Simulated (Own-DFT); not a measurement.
# Computed records: GaP (zincblende, strongly disordered by large displacements), InAs (zincblende, strongly disordered by large displacements)

All values are calculated (Own-DFT development build). A calculation, not a measurement: plane-wave PBE density functional theory by an unreviewed code, no spin, of a simulated periodic cell, stress positive in tension, free energy of the whole cell less one offset for each atom, forces on such cells passed a denser k mesh, this cell's mesh not checked; broken bonds can close the gap or carry spin, so checks made on this kind of crystal may not hold here; offsets are fitted by least squares, one for each functional and potential file, so energies compare only between cells with the same atoms and settings and are not formation energies; the far tail of each file's local potential was reset to the Coulomb form; each entry is a single point on an unrelaxed cell, so the pressure reflects the starting lattice, mostly measured values (interpolated for alloys), from which strain is counted, and rises with the displacements; printed positions are rounded, which can move forces by about a meV/angstrom; the program, named Own-DFT, is a retired in-house code; no spin-orbit coupling.

Common to all runs: functional PBE; potential files PseudoDojo norm-conserving, scalar-relativistic, standard set; wave cutoff 42 hartree; occupations Fermi-Dirac; smearing width 0.1 eV; k mesh 3 x 3 x 3 centred on Gamma.

(1) GaP (zincblende, strongly disordered by large displacements)

```
CELL_PARAMETERS angstrom
10.90100 0.00000 0.00000
0.00000 10.90100 0.00000
0.00000 0.00000 10.90100
ATOMIC_POSITIONS crystal
Ga 0.97726 0.99215 0.99747
Ga 0.00603 0.27563 0.23418
Ga 0.17986 0.04915 0.26909
Ga 0.18779 0.21094 0.94691
P 0.10967 0.08050 0.08583
P 0.15946 0.37503 0.32112
P 0.43564 0.11190 0.42749
P 0.34629 0.35642 0.08052
Ga 0.01425 0.97438 0.49428
Ga 0.08202 0.23852 0.75294
Ga 0.29613 0.96753 0.75447
Ga 0.23608 0.23330 0.46243
P 0.12304 0.13444 0.60819
P 0.14231 0.38814 0.94675
P 0.31329 0.10239 0.87375
P 0.31305 0.39293 0.63854
Ga 0.99725 0.49657 0.93855
Ga 0.94577 0.72515 0.24551
Ga 0.26139 0.52777 0.24437
Ga 0.22488 0.75815 0.95618
P 0.13740 0.60697 0.08783
P 0.17265 0.80434 0.37430
P 0.36276 0.63671 0.35509
P 0.41440 0.84845 0.07098
Ga 0.00916 0.49713 0.49808
Ga 0.97423 0.77443 0.74119
Ga 0.24301 0.50117 0.76833
Ga 0.26460 0.73383 0.51587
P 0.12972 0.59134 0.65509
P 0.09992 0.90837 0.89146
P 0.39705 0.71126 0.91584
P 0.38851 0.88198 0.59051
Ga 0.50097 0.00377 0.98438
Ga 0.53841 0.22986 0.22009
Ga 0.74174 0.98555 0.25862
Ga 0.76809 0.27322 0.97944
P 0.63600 0.11845 0.11271
P 0.68014 0.40753 0.37510
P 0.87520 0.12402 0.37810
P 0.91616 0.40664 0.11154
Ga 0.53430 0.97102 0.48983
Ga 0.45628 0.22862 0.79832
Ga 0.72489 0.99459 0.75694
Ga 0.77240 0.26739 0.52603
P 0.64949 0.13329 0.66450
P 0.57674 0.33837 0.89467
P 0.86047 0.09993 0.87099
P 0.87232 0.41205 0.58471
Ga 0.49653 0.48618 0.96667
Ga 0.51698 0.74498 0.25490
Ga 0.74435 0.47804 0.15940
Ga 0.74616 0.74106 0.00147
P 0.61104 0.59680 0.11950
P 0.68185 0.89681 0.40928
P 0.88104 0.57109 0.35201
P 0.87617 0.91067 0.13044
Ga 0.45966 0.51774 0.45471
Ga 0.52874 0.75166 0.79785
Ga 0.72474 0.48609 0.73932
Ga 0.75531 0.77276 0.53228
P 0.64740 0.60034 0.59534
P 0.62526 0.90475 0.89375
P 0.89131 0.58117 0.72038
P 0.87522 0.89340 0.59960
```

* hardware: one NVIDIA H100
* free energy of cell above offsets: 28.744 eV
* pressure: 15.69 GPa
* stress xx: -17.82 GPa
* stress yy: -15.87 GPa
* stress zz: -13.38 GPa
* stress yz: -0.13 GPa
* stress xz: 1.57 GPa
* stress xy: 2.54 GPa
* wall time: 658.4 s

Force:
```
element  x (eV/Å)  y (eV/Å)  z (eV/Å)
     Ga    -5.131     1.275    -1.686
     Ga    -0.549    -3.239     0.866
     Ga     1.231    -0.844     2.852
     Ga    -1.822    -1.271     3.233
      P     3.065     4.229     2.736
      P    -0.444    -0.655     2.518
      P    -3.374     5.696    -3.631
      P     1.265     0.469     1.005
     Ga     2.617      1.84    -2.596
     Ga    -2.891     2.891     2.805
     Ga    -1.816    -3.642    -4.062
     Ga     1.205    -0.302     0.209
      P     0.977    -3.954    -4.069
      P     4.625     2.239    -0.903
      P     6.311     0.209     1.791
      P     3.983    -4.094    -3.998
     Ga    -4.905     4.505    -1.146
     Ga     2.097     1.795    -1.322
     Ga    -1.733    -2.203    -4.501
     Ga    -5.191     0.482     2.362
      P    -1.174     1.101     0.012
      P    -4.872     3.805     -4.79
      P     0.104     5.187    -0.466
      P    -1.636    -2.508     2.071
     Ga     5.073     1.763    -2.964
     Ga     1.418     0.253     1.123
     Ga      1.08    -0.105     6.913
     Ga     1.067    -2.326     4.901
      P    -3.247     4.696    -3.701
      P      3.65    -3.887    -5.546
      P     0.909     -3.59     2.817
      P    -0.556    -1.547     2.457
     Ga    -2.956     4.842     2.007
     Ga    -3.957     3.758     4.289
     Ga     1.116     3.925    -3.258
     Ga     0.447    -1.287     0.223
      P     2.936    -2.956    -2.749
      P    -1.655    -0.277    -0.603
      P     0.793     0.908    -0.409
      P    -0.555    -0.792    -2.086
     Ga    -0.091     0.209     3.262
     Ga    -1.244     -1.13    -4.005
     Ga      3.79     -2.38    -0.287
     Ga    -2.513     -4.66    -2.007
      P    -3.683     4.357    -3.491
      P     5.743    -0.847    -1.064
      P     1.193     2.712    -0.457
      P    -0.634    -0.275     4.754
     Ga    -3.441     4.366     3.102
     Ga     0.596     0.997    -0.566
     Ga     1.228    -2.479     3.468
     Ga     0.761     0.368    -0.167
      P    -3.194     3.624    -1.526
      P    -0.641    -2.996    -1.803
      P    -1.538     0.319     0.495
      P    -2.179    -5.365     2.984
     Ga     4.467     -4.48     4.286
     Ga      3.84     0.549    -6.161
     Ga    -2.644     -2.76     2.255
     Ga    -1.407    -6.651    -0.275
      P    -3.059     1.768    -0.997
      P     3.234    -4.231    -1.102
      P      2.86      0.57     2.038
      P     1.053     2.025     4.561
```

(2) InAs (zincblende, strongly disordered by large displacements)

```
CELL_PARAMETERS angstrom
12.11660 0.00000 0.00000
0.00000 12.11660 0.00000
0.00000 0.00000 12.11660
ATOMIC_POSITIONS crystal
In 0.03236 0.99406 0.99171
In 0.99488 0.24716 0.27679
In 0.26128 0.00472 0.24168
In 0.24657 0.24065 0.98140
As 0.07641 0.12485 0.12697
As 0.12705 0.37317 0.37165
As 0.35161 0.11387 0.34958
As 0.38282 0.37551 0.10921
In 0.98339 0.99522 0.49645
In 0.03818 0.23293 0.74611
In 0.27288 0.01730 0.74547
In 0.24665 0.24500 0.51392
As 0.12833 0.10768 0.61327
As 0.14161 0.37186 0.89532
As 0.38155 0.10191 0.85892
As 0.36638 0.38185 0.58279
In 0.02161 0.50671 0.98198
In 0.98390 0.73836 0.26003
In 0.26098 0.47965 0.21830
In 0.21464 0.73349 0.98736
As 0.11726 0.64171 0.13699
As 0.13817 0.87331 0.38038
As 0.38780 0.62089 0.40133
As 0.36638 0.89951 0.14307
In 0.95464 0.52568 0.48385
In 0.99410 0.75788 0.76582
In 0.22696 0.50541 0.73937
In 0.23631 0.73859 0.49352
As 0.10116 0.62662 0.63835
As 0.13734 0.86493 0.86755
As 0.37062 0.63388 0.88715
As 0.39659 0.88016 0.62384
In 0.49546 0.00257 0.00188
In 0.47374 0.24686 0.25417
In 0.74759 0.99840 0.24612
In 0.73826 0.25025 0.00360
As 0.62769 0.12707 0.11712
As 0.64599 0.37402 0.37449
As 0.90097 0.12869 0.36514
As 0.89272 0.37872 0.15100
In 0.50254 0.00305 0.52400
In 0.50125 0.27769 0.74534
In 0.75918 0.00835 0.77243
In 0.77760 0.25846 0.49620
As 0.63595 0.14414 0.61544
As 0.61459 0.37346 0.87213
As 0.86442 0.12898 0.88156
As 0.86395 0.38337 0.60834
In 0.49379 0.48630 0.98619
In 0.47990 0.72009 0.25352
In 0.74590 0.51126 0.24963
In 0.74140 0.76786 0.00801
As 0.62994 0.60916 0.12048
As 0.63173 0.90907 0.34203
As 0.84673 0.62792 0.37723
As 0.87573 0.87953 0.14250
In 0.47474 0.50634 0.51496
In 0.52544 0.75456 0.74897
In 0.76500 0.50169 0.73181
In 0.77582 0.75298 0.48292
As 0.64907 0.64748 0.62475
As 0.63566 0.87018 0.86966
As 0.86476 0.64097 0.89623
As 0.88330 0.90113 0.62059
```

- hardware: one NVIDIA H200
- free energy of cell above offsets: -1.075 eV
- pressure: 9.19 GPa
- stress xx: -7.92 GPa
- stress yy: -10.4 GPa
- stress zz: -9.25 GPa
- stress yz: 0.37 GPa
- stress xz: 0.65 GPa
- stress xy: -1.19 GPa
- wall time: 1138 s

Force:
```
element  x (eV/Å)  y (eV/Å)  z (eV/Å)
     In    -2.255    -1.227    -0.908
     In      3.95     5.203    -3.769
     In      -8.3    -0.084    -0.712
     In      2.02     -3.33     2.756
     As     3.265     1.195     0.668
     As     0.514     1.461     0.727
     As     3.267     4.257     6.528
     As     0.112    -2.656    -0.537
     In      3.23     1.153    -2.916
     In    -2.134     1.262     1.298
     In    -4.071    -4.203    -4.162
     In     -1.02     -1.28    -2.806
     As       0.5    -0.682     0.143
     As     -1.43     1.448    -3.762
     As     3.505     5.166     3.929
     As    -2.486     -3.04     5.636
     In    -2.149     0.937     2.107
     In     0.387     1.479     0.586
     In    -2.403     1.934     2.511
     In     2.339     -0.02     1.599
     As     0.633    -2.314     0.233
     As    -1.693     0.788     -1.08
     As    -3.584     2.122     -3.29
     As      3.93    -5.858    -4.622
     In     4.928     -3.45     3.041
     In    -1.301     0.182    -0.759
     In     1.983    -0.882     0.864
     In     0.646    -0.303     1.633
     As    -0.693     0.542    -2.042
     As     0.141     2.628    -1.885
     As     0.456     -0.42    -1.561
     As    -2.769    -2.685     1.371
     In     0.857    -0.965     0.471
     In     2.341     0.529    -0.136
     In     4.751      4.99    -3.454
     In      1.42     1.526     0.161
     As    -1.381    -0.239     1.241
     As      -2.3    -0.141      0.13
     As    -5.714    -5.098     3.766
     As    -0.951      0.85    -2.131
     In     2.249     2.097    -3.239
     In     -1.44    -1.994    -2.354
     In    -1.453    -0.622    -2.713
     In    -2.042    -2.891    -2.302
     As    -0.207    -0.297     1.041
     As     2.865     1.046     0.083
     As     3.164     1.353     0.879
     As     3.817     0.332     2.273
     In     0.454       2.3     0.079
     In     1.534     2.077    -1.602
     In     0.176    -2.403    -0.696
     In     0.359    -0.442     2.028
     As    -1.868     1.537    -1.248
     As     -5.99    -5.559     6.098
     As      0.88    -0.765    -5.791
     As     1.184    -0.441     -1.96
     In     8.295     1.373     0.088
     In    -1.995    -0.608    -0.088
     In    -1.367     1.307     2.326
     In    -3.767     6.506     3.971
     As    -0.674    -1.351    -0.875
     As    -0.783     1.782     1.033
     As     0.825    -1.656    -1.349
     As    -2.757    -3.456     3.449
```

(3) GaP (zincblende, strongly disordered by large displacements)

```
CELL_PARAMETERS angstrom
10.90100 0.00000 0.00000
0.00000 10.90100 0.00000
0.00000 0.00000 10.90100
ATOMIC_POSITIONS crystal
Ga 0.05170 0.96389 0.06922
Ga 0.95822 0.25222 0.25859
Ga 0.23256 0.00305 0.25411
Ga 0.29920 0.24754 0.00216
P 0.07112 0.14239 0.10999
P 0.17172 0.32447 0.35867
P 0.37249 0.07805 0.38222
P 0.35737 0.38192 0.13807
Ga 0.98269 0.04960 0.51725
Ga 0.00110 0.24669 0.76158
Ga 0.24348 0.99345 0.74607
Ga 0.22693 0.26484 0.56007
P 0.13568 0.13841 0.65920
P 0.14727 0.36868 0.87180
P 0.42059 0.13055 0.85313
P 0.35600 0.39562 0.63409
Ga 0.06668 0.46390 0.00327
Ga 0.01085 0.79251 0.24342
Ga 0.30511 0.54678 0.23066
Ga 0.31004 0.73190 0.93721
P 0.10176 0.62491 0.08686
P 0.11859 0.91346 0.36867
P 0.38379 0.65444 0.38755
P 0.43213 0.84294 0.14771
Ga 0.95247 0.50178 0.46926
Ga 0.97949 0.77004 0.76549
Ga 0.25942 0.50811 0.83731
Ga 0.24486 0.71547 0.49789
P 0.08086 0.60127 0.63311
P 0.08435 0.87503 0.87560
P 0.42039 0.59023 0.86817
P 0.32465 0.88112 0.62386
Ga 0.47580 0.04496 0.03417
Ga 0.46690 0.21014 0.22570
Ga 0.69284 0.98881 0.24896
Ga 0.74495 0.28449 0.99048
P 0.60198 0.11100 0.15000
P 0.58840 0.31605 0.41558
P 0.89496 0.18325 0.41791
P 0.85267 0.36040 0.11834
Ga 0.51769 0.00385 0.46913
Ga 0.49920 0.26644 0.75031
Ga 0.75083 0.97542 0.74256
Ga 0.74020 0.21189 0.51127
P 0.59030 0.14296 0.64739
P 0.63357 0.43957 0.83374
P 0.85104 0.10597 0.87508
P 0.87229 0.41880 0.61357
Ga 0.51210 0.50953 0.00420
Ga 0.51597 0.71279 0.27237
Ga 0.80355 0.52513 0.18612
Ga 0.72053 0.74545 0.99987
P 0.67158 0.64496 0.14445
P 0.64553 0.85943 0.36751
P 0.95460 0.63816 0.34941
P 0.89485 0.89767 0.14101
Ga 0.48300 0.53765 0.48822
Ga 0.52062 0.78014 0.78117
Ga 0.79641 0.51725 0.75590
Ga 0.72368 0.77708 0.51329
P 0.58151 0.60398 0.62978
P 0.61449 0.92003 0.85432
P 0.86620 0.61514 0.89621
P 0.89173 0.87533 0.61374
```

- hardware: one NVIDIA H100
- free energy of cell above offsets: 30.098 eV
- pressure: 16.52 GPa
- stress xx: -15.01 GPa
- stress yy: -17.12 GPa
- stress zz: -17.44 GPa
- stress yz: 1.3 GPa
- stress xz: 1.08 GPa
- stress xy: -0.54 GPa
- wall time: 608.5 s

Force:
```
element  x (eV/Å)  y (eV/Å)  z (eV/Å)
     Ga      2.46    -1.905    -4.161
     Ga      3.24     1.262     -2.84
     Ga     2.678     1.696     -3.57
     Ga    -2.076    -1.429    -1.337
      P       2.9     4.332      0.51
      P     -0.98     0.835    -0.367
      P    -3.199     3.996     -1.62
      P     2.721    -0.878    -0.013
     Ga     3.022    -3.326     1.458
     Ga    -2.381      0.62     0.792
     Ga    -1.527     1.148      4.22
     Ga     1.469     2.389     -4.32
      P    -2.908     -3.12     0.221
      P    -0.823    -7.134    -2.075
      P    -3.631    -2.928     2.525
      P     1.341     1.136     0.931
     Ga    -4.303    -0.299     2.856
     Ga     2.083    -1.804     0.941
     Ga    -3.295     0.869    -0.346
     Ga    -3.181     3.749     2.947
      P     2.826     3.947     2.656
      P    -2.146    -2.791      4.43
      P    -2.843    -0.026    -1.887
      P     -2.99      2.16    -3.407
     Ga      3.03    -1.238      0.04
     Ga    -1.745    -4.729    -1.967
     Ga    -1.349     1.411    -4.428
     Ga    -4.933     2.535     3.706
      P      1.63     1.053     0.262
      P     5.244     3.261     2.788
      P     2.852     3.005     -4.22
      P     4.106    -3.365    -2.878
     Ga    -2.762    -3.826    -2.694
     Ga     -3.48     3.593     4.455
     Ga      5.51     0.104    -1.077
     Ga    -3.298    -3.024    -4.682
      P     5.634     3.936    -2.906
      P    -1.363     1.547    -1.102
      P      0.28    -0.844     -0.28
      P      4.46    -1.026     1.581
     Ga     2.321    -1.606     3.507
     Ga    -0.533      7.58    -0.086
     Ga     3.025     2.228    -3.044
     Ga    -3.838     2.015     2.629
      P     3.668    -5.102    -4.041
      P    -2.106     -3.52     1.903
      P     1.108     2.001     0.638
      P    -0.794    -5.709     1.355
     Ga     3.088    -2.782     5.124
     Ga     4.087     1.534      -2.3
     Ga     3.134     1.123     3.719
     Ga     2.128     4.061    -4.662
      P    -6.109    -0.862     2.617
      P     -3.09    -1.497     0.687
      P    -2.671     0.651    -2.463
      P    -8.425    -0.174    -0.642
     Ga     0.596    -7.088     0.312
     Ga    -3.344    -4.115    -3.905
     Ga    -1.555      0.51    -1.985
     Ga     2.385    -3.218     4.141
      P     4.407     3.908     3.521
      P    -0.637     0.817     5.974
      P      2.44     3.595     2.858
      P    -1.557     0.758    -0.995
```

(4) GaP (zincblende, strongly disordered by large displacements)

```
CELL_PARAMETERS angstrom
10.90100 0.00000 0.00000
0.00000 10.90100 0.00000
0.00000 0.00000 10.90100
ATOMIC_POSITIONS crystal
Ga 0.97805 0.96962 0.97534
Ga 0.98739 0.25028 0.23238
Ga 0.25612 0.00154 0.23402
Ga 0.21456 0.24672 0.00895
P 0.12429 0.11894 0.10140
P 0.11354 0.39345 0.36543
P 0.35551 0.16266 0.38943
P 0.37177 0.39317 0.14641
Ga 0.01214 0.99657 0.50031
Ga 0.00594 0.23970 0.73964
Ga 0.23392 0.02825 0.77026
Ga 0.24122 0.25982 0.49144
P 0.14464 0.14929 0.62581
P 0.09551 0.36253 0.88417
P 0.36057 0.13447 0.83487
P 0.38851 0.37704 0.64788
Ga 0.00105 0.54336 0.02031
Ga 0.01942 0.75394 0.23274
Ga 0.23475 0.49858 0.19695
Ga 0.26452 0.76212 0.99390
P 0.13518 0.60726 0.10710
P 0.10113 0.85104 0.35140
P 0.36249 0.59129 0.38517
P 0.37636 0.87064 0.13714
Ga 0.00276 0.51224 0.46792
Ga 0.05401 0.74881 0.74590
Ga 0.23307 0.51226 0.74283
Ga 0.25261 0.77463 0.50614
P 0.11309 0.61088 0.60418
P 0.12971 0.89518 0.88008
P 0.34005 0.65541 0.86912
P 0.35587 0.86891 0.65327
Ga 0.48271 0.97480 0.98806
Ga 0.49710 0.26032 0.24973
Ga 0.75235 0.98820 0.22194
Ga 0.75486 0.26241 0.01243
P 0.62503 0.12861 0.14732
P 0.63048 0.37563 0.35011
P 0.87755 0.09940 0.36116
P 0.86898 0.38179 0.11813
Ga 0.50177 0.97879 0.48784
Ga 0.49584 0.27224 0.76842
Ga 0.74953 0.00814 0.75671
Ga 0.70926 0.25673 0.51022
P 0.61728 0.16350 0.62131
P 0.61053 0.39210 0.84528
P 0.89048 0.13353 0.85726
P 0.86020 0.39147 0.62627
Ga 0.45730 0.52043 0.95577
Ga 0.50615 0.72747 0.23681
Ga 0.72198 0.48395 0.23234
Ga 0.73847 0.73650 0.99685
P 0.63602 0.59976 0.13498
P 0.63512 0.85550 0.39440
P 0.84769 0.60248 0.38176
P 0.84405 0.82579 0.11756
Ga 0.49542 0.51172 0.47279
Ga 0.54356 0.76636 0.74268
Ga 0.73789 0.52148 0.75845
Ga 0.73783 0.75677 0.49395
P 0.63181 0.62728 0.66992
P 0.62601 0.87373 0.88118
P 0.88005 0.62692 0.88842
P 0.86853 0.87430 0.61967
```

* hardware: one NVIDIA H100
* free energy of cell above offsets: 6.595 eV
* pressure: 12.24 GPa
* stress xx: -13.37 GPa
* stress yy: -12.2 GPa
* stress zz: -11.17 GPa
* stress yz: 0.21 GPa
* stress xz: -3.13 GPa
* stress xy: 2.25 GPa
* wall time: 589.8 s

Force:
```
element  x (eV/Å)  y (eV/Å)  z (eV/Å)
     Ga    -2.417      1.72     2.199
     Ga     0.391    -0.934     1.352
     Ga    -1.698      1.66     1.831
     Ga     4.292     3.945    -3.088
      P    -3.357    -4.475     3.555
      P     1.852      -2.7    -2.222
      P     4.632    -5.577    -4.598
      P     3.728    -3.632     -4.69
     Ga    -0.864     0.377    -0.136
     Ga     -0.94     2.822    -1.286
     Ga    -2.903    -3.702    -3.734
     Ga    -2.149     4.941     2.536
      P    -1.781    -2.658        -1
      P     0.817       2.6    -0.254
      P     5.181      2.86     6.094
      P    -2.988     2.819    -3.734
     Ga     -6.83     -6.19    -4.489
     Ga    -5.181    -5.681    -5.016
     Ga     1.129    -3.014     8.218
     Ga    -3.128     3.063      3.96
      P     1.574     10.63     0.354
      P     5.818     6.002      6.48
      P    -4.924     5.305    -3.898
      P      0.98    -1.095    -0.489
     Ga     -2.65    -0.291     2.128
     Ga    -2.907     0.303    -0.093
     Ga     0.378    -1.992     0.585
     Ga    -0.677    -2.549    -1.509
      P     1.632     1.811     0.578
      P      1.37    -2.493    -0.399
      P     2.786    -2.465    -5.105
      P     1.789     1.207    -0.422
     Ga    -0.242      2.76     0.158
     Ga    -1.277    -0.796     0.652
     Ga     0.855    -0.706      2.05
     Ga    -1.693    -1.627    -2.363
      P    -0.932    -0.156     -2.81
      P    -2.411    -1.937     4.948
      P    -0.152     1.463     0.162
      P     1.761     1.827     0.755
     Ga    -1.564     2.223     1.917
     Ga     -1.06    -4.495    -1.741
     Ga     0.249     0.507    -1.361
     Ga     6.939      5.22    -5.985
      P    -5.188    -7.768     6.107
      P     2.427     1.816     5.694
      P    -2.688    -1.667      2.72
      P     0.713    -0.909     -0.53
     Ga     1.972    -2.271     2.192
     Ga    -0.356    -0.171     2.164
     Ga     7.272    -2.335     2.554
     Ga    -2.496    -2.933    -2.694
      P    -5.489     6.126    -6.744
      P    -5.421     4.627    -7.239
      P    -0.586     1.779    -1.609
      P     4.579     4.417     3.026
     Ga     4.978     -3.87     4.441
     Ga    -5.359     2.675     0.402
     Ga     7.172    -4.866       3.1
     Ga     5.618    -5.635     5.479
      P    -2.824     1.363    -8.997
      P     1.331     1.573     1.171
      P    -0.305     1.051    -2.323
      P     1.227     0.095     0.996
```
